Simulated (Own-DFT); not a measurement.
# Stretching a layer in its plane: wurtzite AlGaN with randomly placed atoms, 96 atoms (Al12Ga36N48)

Everything here is calculated. The program is Own-DFT (plane waves, in-house, since retired, never reviewed by a person); positions were held fixed, and spin and spin-orbit coupling were off.

Method: PBE; PseudoDojo norm-conserving scalar-relativistic files (stringent for Ga); cutoff 96 hartree; 3 x 4 x 3 k mesh centred on Gamma; Gaussian smearing of 0.01 eV.

Limits: k mesh not checked against a denser one; stress not checked against mesh or cutoff.

Unstrained cell vectors in Å: (12.679, 0.000, 0.000); (-4.755, 8.235, 0.000); (0.000, 0.000, 10.268). The unstrained cell has measured lattice constants (interpolated for alloys), not those of this functional. That, the random moves and any unrelaxed bonds set the pressure at no strain. Each run strains x and y alike by e, as a substrate would, and holds the height along z. Each atom got a random Gaussian move of width 0.05 Å along each axis. The random placing of the alloy's atoms differs from row to row. Stress is positive in tension.

```
e (%),u (Å),(s_xx + s_yy)/2 (GPa),s_zz (GPa)
-2.50,0.050,-22.85,-11.06
-2.00,0.047,-18.78,-10.96
-1.75,0.051,-18.00,-10.48
-1.00,0.047,?,?
-0.75,0.051,-11.13,-9.05
-0.50,0.051,-10.22,-7.14
0.50,0.053,-4.73,-5.92
0.75,0.054,-2.42,-7.91
1.75,0.050,1.53,-4.11
3.00,0.049,6.25,-1.29
```

## What the rows give

With e as a fraction, the in-plane stress is -7.0 + 547 e - 3418 e² GPa (errors 9 and 527, scatter 0.45), and s_zz is -7.3 + 176 e GPa (slope ± 18, scatter 0.94). At e = 0 the first slope is C11 + C12 and the second 2 C13, both with the ions held to the strained lattice and at the cell's own pressure. The term in e² is negative: the layer stiffens under compression and softens under tension. A free layer would change its height as e changes, and the in-plane slope would drop by 2 C13²/C33 to the biaxial modulus. At fixed height, a misfit of 1 % moves the in-plane stress by about 5.5 GPa and s_zz by 1.8 GPa.

## Test on the hidden row

Asked: what are the two stresses at e = -1.00 %?

Estimate: -12.8 and -9.0 GPa. The hidden result is -12.66 and -7.41 GPa.
